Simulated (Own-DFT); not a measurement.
# How strain changes the stress of 2H SiC, 32 atoms (C16Si16)

All numbers below are calculated, not measured. The program, named Own-DFT, is a retired in-house plane-wave density functional code that no person has reviewed. Each row is one single-point run on a periodic cell that was not relaxed, without spin or spin-orbit coupling.

Settings of every run: PBE; PseudoDojo norm-conserving scalar-relativistic files; cutoff 42 hartree; 5 x 5 x 3 k mesh centred on Gamma; Fermi-Dirac smearing of 0.1 eV.

Known limits: forces on such cells passed a denser k mesh, each cell not checked; stress not checked against mesh or cutoff.

Unstrained cell vectors in Å: (6.165, 0.000, 0.000); (-3.083, 5.339, 0.000); (0.000, 0.000, 10.068). The unstrained cell has measured lattice constants (interpolated for alloys), not those of this functional. That, the random moves and any unrelaxed bonds set the pressure at no strain. Each run strains this cell uniformly, with the atoms carried along. Every atom was also moved at random, by a Gaussian of width 0.05 Å on each axis. Strain is the symmetric tensor, in per cent. Stress is positive in tension, and the pressure is minus a third of its trace.

| run | e_xx (%) | e_yy (%) | e_zz (%) | e_yz (%) | e_xz (%) | e_xy (%) | s_xx (GPa) | s_yy (GPa) | s_zz (GPa) | s_yz (GPa) | s_xz (GPa) | s_xy (GPa) | P (GPa) | E (meV/atom) |
|---|---|---|---|---|---|---|---|---|---|---|---|---|---|---|
| 1 | 1.16 | 1.89 | 0.97 | -1.79 | -1.54 | 0.41 | 4.32 | 6.87 | -0.98 | -5.09 | -4.32 | 1.67 | -3.40 | 21.8 |
| 2 | 1.58 | 1.02 | 1.72 | 0.56 | -1.11 | 0.52 | 6.89 | 3.64 | 3.18 | 1.95 | -3.26 | 2.20 | -4.57 | 0.0 |
| 3 | 1.89 | -1.67 | 1.47 | -0.26 | 0.56 | 1.25 | 3.46 | -14.44 | 1.45 | -0.06 | 1.89 | 6.60 | 3.18 | 88.0 |
| 4 | -0.89 | 1.66 | 0.49 | -0.12 | 0.82 | 1.46 | -8.47 | 4.31 | -3.04 | -1.15 | 1.84 | 7.35 | 2.40 | 29.5 |
| 5 | 0.76 | 1.71 | -0.47 | -1.62 | 0.54 | -1.38 | 2.82 | 5.79 | -9.34 | -4.88 | 1.80 | -5.60 | 0.24 | 8.4 |
| 6 | 1.41 | 1.56 | 1.59 | 0.13 | -0.51 | 0.97 | 3.13 | 3.91 | 5.12 | 0.39 | -1.10 | 4.17 | -4.05 | 27.6 |
| 7 | -2.00 | -0.08 | -1.63 | 1.17 | 1.53 | -1.84 | -16.18 | -7.24 | -21.69 | 4.38 | 5.05 | -6.31 | 15.04 | 67.5 |
| 8 | -1.42 | 1.10 | -1.40 | -0.89 | 0.99 | 1.03 | -16.51 | -2.07 | -14.97 | -4.89 | 5.60 | 10.45 | 11.18 | 90.1 |
| 9 | -0.24 | 0.85 | 0.25 | -0.04 | 0.02 | -0.75 | -3.14 | -2.60 | -3.82 | 0.47 | 0.00 | -3.95 | 3.19 | 14.2 |
| 10 | -1.26 | 0.86 | 1.41 | -1.96 | 1.68 | -1.75 | -8.64 | 0.65 | -0.56 | -4.71 | 5.75 | -8.66 | 2.85 | 43.3 |
| 11 | 1.80 | -1.79 | -0.52 | 0.62 | 1.25 | -1.79 | 3.84 | -11.18 | -11.51 | 2.66 | 4.50 | -7.37 | 6.28 | 41.2 |
| 12 | 1.81 | 1.16 | -1.56 | 0.75 | -0.43 | 1.04 | 6.42 | 2.03 | -15.97 | 3.25 | -1.05 | 5.69 | 2.51 | 37.3 |
| 13 | 1.17 | 0.23 | 1.17 | -1.30 | -1.71 | -0.23 | 2.60 | -1.67 | -1.65 | -4.00 | -4.53 | -2.61 | 0.24 | 43.2 |
| 14 | 0.63 | 0.43 | 1.30 | 0.53 | -0.28 | -0.42 | -0.21 | 0.13 | 0.81 | 2.31 | -0.27 | -4.10 | -0.24 | 1.7 |
| 15 | 0.32 | 0.77 | 0.53 | 0.00 | -0.87 | 0.27 | -1.07 | 0.27 | -2.22 | -0.35 | -2.18 | 1.12 | 1.01 | 0.4 |
| 16 | 0.51 | 1.73 | 0.23 | 0.99 | -1.37 | -0.76 | -0.06 | 4.12 | -5.62 | 3.45 | -4.34 | -4.43 | 0.52 | 40.3 |
| 17 | -0.97 | 0.90 | 1.61 | 1.42 | -0.66 | -1.22 | -10.09 | 2.07 | 2.08 | 4.49 | -2.85 | -3.48 | 1.98 | 30.5 |
| 18 | 0.38 | -1.41 | 0.99 | -0.21 | 1.23 | -1.56 | ? | ? | ? | ? | ? | ? | ? | ? |

E is the free energy for each atom above the lowest run shown.

## Worked fit

Each stress component was fitted by least squares to a constant and the strains of the runs shown, as fractions, with shears doubled. Shear strains stay in the fit of a normal stress only where such slopes are resolved. The slopes, in GPa:

| stress | at no strain | per e_xx | per e_yy | per e_zz | scatter |
|---|---|---|---|---|---|
| s_xx | -4.9 | 579 ± 37 | 106 ± 42 | 41 ± 39 | 1.76 |
| s_yy | -4.7 | 63 ± 33 | 534 ± 38 | 60 ± 36 | 1.59 |
| s_zz | -8.1 | 58 ± 30 | 86 ± 35 | 618 ± 32 | 1.44 |

Each shear stress against twice its own strain: yz 160 ± 9, xz 146 ± 12, xy 261 ± 18 GPa. These are stiffnesses along x, y and z of the frame in which the cell vectors are given, which need not be the crystal's axes. The atoms are held to the strained lattice; where symmetry lets them move under strain, relaxing them would lower some slopes. The table should be nearly symmetric about its diagonal, and what it lacks of that shows the noise. A ninth of its sum, 238 ± 9 GPa, estimates the bulk modulus near the mean pressure of these runs, 2.3 GPa, so it lies above the value at zero pressure.

## Withheld run

Question: what normal stresses and pressure should run 18 give?

The fit gives s_xx = -3.8, s_yy = -11.4, s_zz = -2.9 and P = 6.0 GPa. The calculation gave -3.58, -13.58, -0.25 and P = 5.80 GPa.
